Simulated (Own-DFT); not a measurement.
Simulation results for W32C31 (WC crystal with one vacancy, atoms displaced)

A calculation, not a measurement: plane-wave density functional theory by an unreviewed code, no spin, of a simulated periodic cell, stress positive in tension, run twice, with PBE and with PBEsol, both on files made for PBE, so the change isn't that of files made for PBEsol, forces on such cells moved up to 12 meV/angstrom on a denser k mesh; the far tail of each file's local potential was reset to the Coulomb form; each entry is a single point on an unrelaxed cell, so the pressure reflects the starting lattice, taken from the Materials Project, from which strain is counted, and rises with the displacements; printed positions are rounded, which can move forces by about a meV/angstrom; the program, named Own-DFT, is a retired in-house code; no spin-orbit coupling; stress was not checked against mesh or cutoff. Program: Own-DFT development build.

Settings shared by all entries: functional PBE, then PBEsol; potential files PseudoDojo norm-conserving, scalar-relativistic, standard set; wave cutoff 50 hartree; occupations cold (Marzari-Vanderbilt); smearing width 0.2 eV; k mesh 4 x 4 x 4 centred on Gamma.

```yaml
- entry: 1
  formula: W32C31
  kind: "WC crystal with one vacancy, atoms displaced"
  structure:
    cell_angstrom:
      - [5.8332, -5.0517, -2.8394]
      - [0.0, -5.0517, 8.5183]
      - [-5.8332, -5.0517, -2.8394]
    atoms_fractional:
      - [W, 0.67853, 0.86462, 0.94114]
      - [C, 0.68521, 0.95526, 0.68973]
      - [W, 0.37517, 0.75262, 0.88528]
      - [C, 0.3743, 0.83071, 0.63358]
      - [W, 0.19033, 0.38135, 0.92303]
      - [C, 0.1931, 0.45514, 0.69111]
      - [W, 0.05746, 0.62361, 0.80679]
      - [C, 0.05945, 0.70737, 0.55084]
      - [W, 0.94016, 0.87363, 0.69188]
      - [C, 0.9432, 0.95459, 0.43662]
      - [W, 0.88446, 0.25208, 0.8763]
      - [C, 0.87657, 0.33428, 0.62652]
      - [W, 0.74633, 0.49279, 0.75759]
      - [C, 0.75099, 0.58854, 0.4988]
      - [W, 0.61878, 0.75255, 0.6235]
      - [C, 0.62936, 0.8292, 0.37535]
      - [W, 0.56436, 0.12836, 0.81587]
      - [C, 0.56136, 0.20855, 0.55919]
      - [W, 0.4462, 0.37768, 0.6845]
      - [C, 0.4316, 0.46083, 0.43978]
      - [W, 0.31339, 0.63169, 0.55659]
      - [C, 0.31475, 0.71344, 0.31369]
      - [W, 0.199, 0.86789, 0.43748]
      - [C, 0.18233, 0.95509, 0.18592]
      - [W, 0.25013, 0.0048, 0.74607]
      - [C, 0.23823, 0.08319, 0.4908]
      - [W, 0.13146, 0.25874, 0.62623]
      - [C, 0.11975, 0.33955, 0.37813]
      - [W, 0.99565, 0.49824, 0.49653]
      - [C, 0.99816, 0.58599, 0.24902]
      - [W, 0.87225, 0.75004, 0.37743]
      - [C, 0.88058, 0.8433, 0.11475]
      - [W, 0.81033, 0.12487, 0.56734]
      - [C, 0.8101, 0.20429, 0.31116]
      - [W, 0.68642, 0.37631, 0.44052]
      - [C, 0.68261, 0.45695, 0.18596]
      - [W, 0.56224, 0.61838, 0.32033]
      - [C, 0.56762, 0.7051, 0.06315]
      - [W, 0.43014, 0.87584, 0.1819]
      - [C, 0.44461, 0.9564, 0.92993]
      - [W, 0.49891, 0.00245, 0.49761]
      - [C, 0.49993, 0.08087, 0.24681]
      - [W, 0.36809, 0.24761, 0.38158]
      - [C, 0.37074, 0.33522, 0.13626]
      - [W, 0.24869, 0.5036, 0.26232]
      - [W, 0.12647, 0.75018, 0.12765]
      - [C, 0.11802, 0.82947, 0.87539]
      - [W, 0.06793, 0.12985, 0.31385]
      - [C, 0.06734, 0.21236, 0.0703]
      - [W, 0.9403, 0.37373, 0.18944]
      - [C, 0.93479, 0.46975, 0.94662]
      - [W, 0.81707, 0.63161, 0.05696]
      - [C, 0.81421, 0.71714, 0.81184]
      - [W, 0.74517, 0.00177, 0.25436]
      - [C, 0.75896, 0.08357, 0.00198]
      - [W, 0.62, 0.25786, 0.11365]
      - [C, 0.62448, 0.32892, 0.87649]
      - [W, 0.50803, 0.50651, 0.99336]
      - [C, 0.50177, 0.58798, 0.74526]
      - [W, 0.31903, 0.12946, 0.06597]
      - [C, 0.31783, 0.20292, 0.81756]
      - [W, 0.9955, 0.99389, 0.98539]
      - [C, 0.00954, 0.07556, 0.74753]
  results:
    "PBE_pressure [GPa]": 5.23
    "PBE_stress_xx [GPa]": -4.24
    "PBE_stress_yy [GPa]": -4.59
    "PBE_stress_zz [GPa]": -6.85
    "PBE_stress_yz [GPa]": -0.32
    "PBE_stress_xz [GPa]": -0.14
    "PBE_stress_xy [GPa]": -0.36
    "PBEsol_pressure [GPa]": -2.73
    "PBEsol_stress_xx [GPa]": 3.57
    "PBEsol_stress_yy [GPa]": 3.22
    "PBEsol_stress_zz [GPa]": 1.4
    "PBEsol_stress_yz [GPa]": -0.31
    "PBEsol_stress_xz [GPa]": -0.14
    "PBEsol_stress_xy [GPa]": -0.35
    force_element: [W, C, W, C, W, C, W, C, W, C, W, C, W, C, W, C, W, C, W, C, W, C, W, C, W, C, W, C, W, C, W, C, W, C, W, C, W, C, W, C, W, C, W, C, W, W, C, W, C, W, C, W, C, W, C, W, C, W, C, W, C, W, C]
    "PBE_force_x [eV/angstrom]": [2.485, 0.144, 0.879, 0.606, -2.907, 0.851, 0.52, -0.916, 1.226, -0.537, -0.851, -0.194, 2.332, -0.818, 0.669, -0.74, 1.063, -0.305, -1.788, 0.277, -2.112, 0.716, -2.304, 0.337, 0.106, 0.232, -0.953, 0.488, -0.574, 0.206, 1.564, -1.88, 1.48, -0.124, 0.901, 0.513, 1.814, -1.168, 0.474, -1.466, -0.341, -0.272, 2.178, 1.186, 1.63, 0.093, 1.038, -1.069, 1.162, -0.239, 1.523, -1.641, -0.132, 1.87, -0.664, -1.611, 0.819, -2.321, -0.668, -0.777, 0.107, -1.36, -0.757]
    "PBE_force_y [eV/angstrom]": [-2.86, -0.335, 2.475, 0.016, -2.017, -0.003, -0.536, -0.992, 1.752, -0.214, 0.685, 0.275, -1.055, 0.333, -1.189, 0.369, 1.214, -0.427, 0.693, -0.26, -0.322, 0.933, 0.489, -0.51, 0.036, -2.178, 2.343, -0.162, -1.481, -0.052, 0.079, 0.655, 0.218, -0.794, 0.758, -0.763, 0.318, 0.285, -1.786, -0.021, -0.022, -0.385, -0.629, 0.406, 1.627, 0.721, -0.661, 2.747, 0.957, 0.429, 0.974, -0.31, 1.464, 0.028, 0.931, -1.785, -0.539, 0.655, -0.072, 1.818, -0.059, -4.42, 0.157]
    "PBE_force_z [eV/angstrom]": [3.331, 0.544, 0.887, 0.964, -2.963, 2.221, 0.783, -0.834, 1.353, 0.748, -0.141, -0.297, 2.786, -1.079, -1.288, 1.119, -1.492, -0.272, 0.084, -0.697, -2.802, -1.015, 4.093, 0.519, -1.939, -1.396, -1.914, -0.808, 0.537, -0.304, 0.711, -1.811, -0.319, 0.659, -0.544, 0.123, 2.667, 0.224, -1.492, 0.607, -0.963, 0.602, 0.976, 1.463, -0.062, 1.04, -0.87, -0.705, 0.247, 1.548, -1.631, -1.588, -1.564, -0.465, 0.704, -3.774, 1.072, -1.804, -0.421, 0.325, 1.752, 0.313, 2.251]
    "PBEsol_force_x [eV/angstrom]": [2.471, 0.142, 0.94, 0.605, -2.864, 0.835, 0.495, -0.908, 1.201, -0.536, -0.847, -0.196, 2.292, -0.805, 0.654, -0.738, 1.037, -0.3, -1.764, 0.272, -2.056, 0.695, -2.276, 0.336, 0.101, 0.235, -0.942, 0.486, -0.552, 0.197, 1.546, -1.844, 1.46, -0.127, 0.879, 0.505, 1.778, -1.14, 0.468, -1.445, -0.335, -0.275, 2.143, 1.172, 1.537, 0.046, 1.011, -1.049, 1.15, -0.239, 1.507, -1.62, -0.131, 1.843, -0.654, -1.586, 0.809, -2.218, -0.654, -0.759, 0.103, -1.339, -0.753]
    "PBEsol_force_y [eV/angstrom]": [-2.823, -0.325, 2.385, 0.017, -1.903, 0.006, -0.479, -0.979, 1.716, -0.212, 0.686, 0.274, -1.039, 0.338, -1.171, 0.355, 1.201, -0.424, 0.683, -0.256, -0.311, 0.919, 0.488, -0.504, 0.04, -2.158, 2.315, -0.168, -1.468, -0.061, 0.08, 0.657, 0.228, -0.79, 0.738, -0.742, 0.305, 0.293, -1.759, -0.013, -0.022, -0.375, -0.616, 0.404, 1.562, 0.677, -0.646, 2.693, 0.938, 0.412, 0.973, -0.285, 1.431, 0.032, 0.92, -1.754, -0.541, 0.609, -0.077, 1.784, -0.059, -4.357, 0.159]
    "PBEsol_force_z [eV/angstrom]": [3.288, 0.538, 0.928, 0.95, -2.971, 2.185, 0.826, -0.824, 1.332, 0.739, -0.122, -0.295, 2.751, -1.06, -1.271, 1.105, -1.462, -0.266, 0.079, -0.681, -2.755, -1.005, 4.041, 0.499, -1.918, -1.378, -1.888, -0.797, 0.529, -0.303, 0.688, -1.795, -0.305, 0.649, -0.529, 0.126, 2.63, 0.228, -1.471, 0.591, -0.953, 0.595, 0.97, 1.44, -0.115, 1.094, -0.861, -0.688, 0.251, 1.522, -1.607, -1.56, -1.552, -0.469, 0.697, -3.735, 1.066, -1.846, -0.42, 0.318, 1.733, 0.302, 2.211]
    "rms_change_of_force_components_from_PBE_to_PBEsol [eV/angstrom]": 0.027
- entry: 2
  formula: W32C31
  kind: "WC crystal with one vacancy, atoms displaced"
  structure:
    cell_angstrom:
      - [5.8332, -5.0517, -2.8394]
      - [0.0, -5.0517, 8.5183]
      - [-5.8332, -5.0517, -2.8394]
    atoms_fractional:
      - [W, 0.68387, 0.88468, 0.94133]
      - [C, 0.68778, 0.97035, 0.68908]
      - [W, 0.3783, 0.74274, 0.87693]
      - [C, 0.37344, 0.82663, 0.6238]
      - [W, 0.18556, 0.37485, 0.9393]
      - [C, 0.18517, 0.45928, 0.6935]
      - [W, 0.06558, 0.62528, 0.82172]
      - [C, 0.06424, 0.71324, 0.57156]
      - [W, 0.93432, 0.88296, 0.68319]
      - [C, 0.94097, 0.96054, 0.42387]
      - [W, 0.87678, 0.24536, 0.88655]
      - [C, 0.87432, 0.33715, 0.61807]
      - [W, 0.75432, 0.50246, 0.7451]
      - [C, 0.76299, 0.59051, 0.49345]
      - [W, 0.62595, 0.74717, 0.62888]
      - [C, 0.61673, 0.82781, 0.37779]
      - [W, 0.55912, 0.12442, 0.80351]
      - [C, 0.56559, 0.21164, 0.56436]
      - [W, 0.44511, 0.37332, 0.69285]
      - [C, 0.44585, 0.45272, 0.43552]
      - [W, 0.31234, 0.61476, 0.55151]
      - [C, 0.31851, 0.71326, 0.30988]
      - [W, 0.18992, 0.87178, 0.4326]
      - [C, 0.1968, 0.95399, 0.19131]
      - [W, 0.25425, 0.00442, 0.75965]
      - [C, 0.25139, 0.08537, 0.50161]
      - [W, 0.1212, 0.23882, 0.62436]
      - [C, 0.10826, 0.33931, 0.38277]
      - [W, 0.00126, 0.49782, 0.50409]
      - [C, 0.99915, 0.57953, 0.26004]
      - [W, 0.86771, 0.74802, 0.37037]
      - [C, 0.88212, 0.83677, 0.1256]
      - [W, 0.80766, 0.1231, 0.56678]
      - [C, 0.80313, 0.2098, 0.30983]
      - [W, 0.6762, 0.36598, 0.43623]
      - [C, 0.68654, 0.46083, 0.19705]
      - [W, 0.55336, 0.62299, 0.32031]
      - [C, 0.55416, 0.71228, 0.06457]
      - [W, 0.44107, 0.87431, 0.18497]
      - [C, 0.44274, 0.95697, 0.94223]
      - [W, 0.49169, 0.9877, 0.49701]
      - [C, 0.49522, 0.07555, 0.25461]
      - [W, 0.37126, 0.2568, 0.37275]
      - [C, 0.38373, 0.32851, 0.1165]
      - [W, 0.25479, 0.50546, 0.25713]
      - [C, 0.24898, 0.58554, 0.00467]
      - [W, 0.11979, 0.75186, 0.11663]
      - [C, 0.13021, 0.83265, 0.86947]
      - [W, 0.07732, 0.12148, 0.30339]
      - [C, 0.05781, 0.20791, 0.06837]
      - [W, 0.93139, 0.37481, 0.19278]
      - [W, 0.80506, 0.61242, 0.06125]
      - [C, 0.81748, 0.70652, 0.81541]
      - [W, 0.75036, 0.98772, 0.24919]
      - [C, 0.75615, 0.07895, 0.99739]
      - [W, 0.62907, 0.2515, 0.11551]
      - [C, 0.62717, 0.32924, 0.87981]
      - [W, 0.50058, 0.50549, 0.98745]
      - [C, 0.50635, 0.57694, 0.76028]
      - [W, 0.31043, 0.13183, 0.05947]
      - [C, 0.30886, 0.20348, 0.80209]
      - [W, 0.00981, 0.998, 0.01228]
      - [C, 0.00907, 0.08138, 0.76267]
  results:
    "PBE_pressure [GPa]": 5.98
    "PBE_stress_xx [GPa]": -5.79
    "PBE_stress_yy [GPa]": -4.35
    "PBE_stress_zz [GPa]": -7.79
    "PBE_stress_yz [GPa]": 0.24
    "PBE_stress_xz [GPa]": -0.5
    "PBE_stress_xy [GPa]": 0.14
    "PBEsol_pressure [GPa]": -1.98
    "PBEsol_stress_xx [GPa]": 2.05
    "PBEsol_stress_yy [GPa]": 3.44
    "PBEsol_stress_zz [GPa]": 0.46
    "PBEsol_stress_yz [GPa]": 0.24
    "PBEsol_stress_xz [GPa]": -0.49
    "PBEsol_stress_xy [GPa]": 0.14
    force_element: [W, C, W, C, W, C, W, C, W, C, W, C, W, C, W, C, W, C, W, C, W, C, W, C, W, C, W, C, W, C, W, C, W, C, W, C, W, C, W, C, W, C, W, C, W, C, W, C, W, C, W, W, C, W, C, W, C, W, C, W, C, W, C]
    "PBE_force_x [eV/angstrom]": [2.272, -0.013, 0.262, -0.084, 0.29, 0.241, 1.302, 0.696, -0.074, -1.184, 1.629, -1.306, -0.636, -2.686, 0.284, 0.68, -1.032, -0.561, -0.614, -1.772, -2.77, -1.047, -1.708, 0.392, 1.227, 0.439, -0.32, 2.26, -0.522, 0.947, 1.06, -0.745, 2.539, 0.306, 2.459, 0.651, 3.437, 1.243, -1.164, -0.173, 0.218, 0.967, 0.227, -0.981, 0.503, 0.062, -0.76, -0.621, -4.364, 0.895, 0.732, 0.576, -0.363, -0.537, -0.728, -2.577, 1.434, -3.145, 1.945, 0.354, -0.442, 0.841, -0.438]
    "PBE_force_y [eV/angstrom]": [1.529, 1.66, 0.057, -0.195, -0.319, 0.302, 1.389, 1.116, -0.185, -0.645, 1.126, -0.095, 0.131, 1.37, -0.211, -0.502, -1.79, 1.602, 1.903, 0.161, -3.428, 1.262, -0.534, 0.51, 3.142, 0.561, -1.727, 0.113, -0.53, 0.558, -2.146, 1.725, -0.358, -0.089, -3.182, 1.534, -0.624, -0.364, 0.289, 0.694, -3.086, -0.585, 1.058, -0.424, 3.467, 0.451, -1.318, -0.224, -0.224, -0.49, -0.42, -2.563, -0.003, -1.866, -0.52, -0.283, -0.096, -1.517, 1.461, -0.263, -2.071, 2.419, 1.288]
    "PBE_force_z [eV/angstrom]": [-3.371, -2.135, 3.196, -0.197, -0.651, -0.797, 2.051, -0.182, -2.846, -0.993, 1.319, -1.569, -0.679, -1.116, 0.423, -0.303, -0.563, -0.613, 1.202, 0.996, 0.937, -0.257, -0.306, 0.884, -2.075, -0.604, 2.899, -1.739, 1.21, 1.097, -0.759, -0.583, 1.274, -1.217, 0.808, -0.043, -0.148, -1.684, 0.35, 1.086, 2.03, 1.344, -2.862, 1.599, -0.079, -0.605, -2.677, 0.038, 1.248, 0.718, -1.225, 2.814, 0.598, 3.615, 0.671, -1.843, 1.015, -3.96, 2.21, -2.72, 0.868, 1.98, 0.923]
    "PBEsol_force_x [eV/angstrom]": [2.229, -0.013, 0.248, -0.064, 0.344, 0.24, 1.336, 0.685, -0.078, -1.166, 1.59, -1.285, -0.649, -2.666, 0.292, 0.667, -1.018, -0.556, -0.593, -1.751, -2.722, -1.034, -1.664, 0.38, 1.211, 0.441, -0.314, 2.231, -0.506, 0.927, 1.044, -0.744, 2.488, 0.299, 2.431, 0.652, 3.392, 1.229, -1.159, -0.167, 0.214, 0.949, 0.232, -0.965, 0.484, 0.07, -0.741, -0.617, -4.297, 0.886, 0.669, 0.513, -0.353, -0.515, -0.711, -2.545, 1.412, -3.1, 1.928, 0.331, -0.44, 0.826, -0.437]
    "PBEsol_force_y [eV/angstrom]": [1.513, 1.63, 0.048, -0.189, -0.346, 0.293, 1.338, 1.099, -0.181, -0.628, 1.16, -0.084, 0.174, 1.343, -0.185, -0.492, -1.774, 1.567, 1.874, 0.165, -3.378, 1.243, -0.537, 0.504, 3.096, 0.557, -1.714, 0.116, -0.509, 0.555, -2.115, 1.689, -0.359, -0.092, -3.136, 1.512, -0.612, -0.351, 0.274, 0.683, -3.043, -0.566, 1.045, -0.408, 3.397, 0.442, -1.317, -0.222, -0.211, -0.479, -0.428, -2.555, 0.013, -1.825, -0.516, -0.295, -0.088, -1.494, 1.437, -0.245, -2.046, 2.387, 1.267]
    "PBEsol_force_z [eV/angstrom]": [-3.32, -2.109, 3.143, -0.192, -0.705, -0.784, 2.078, -0.183, -2.815, -0.984, 1.23, -1.549, -0.595, -1.101, 0.419, -0.298, -0.558, -0.607, 1.184, 0.993, 0.934, -0.26, -0.296, 0.882, -2.029, -0.594, 2.858, -1.713, 1.202, 1.078, -0.738, -0.572, 1.26, -1.185, 0.801, -0.047, -0.141, -1.663, 0.33, 1.074, 1.998, 1.325, -2.833, 1.576, -0.087, -0.589, -2.638, 0.028, 1.222, 0.713, -1.258, 2.82, 0.577, 3.559, 0.664, -1.815, 1.001, -3.903, 2.178, -2.692, 0.853, 1.965, 0.912]
    "rms_change_of_force_components_from_PBE_to_PBEsol [eV/angstrom]": 0.026
```
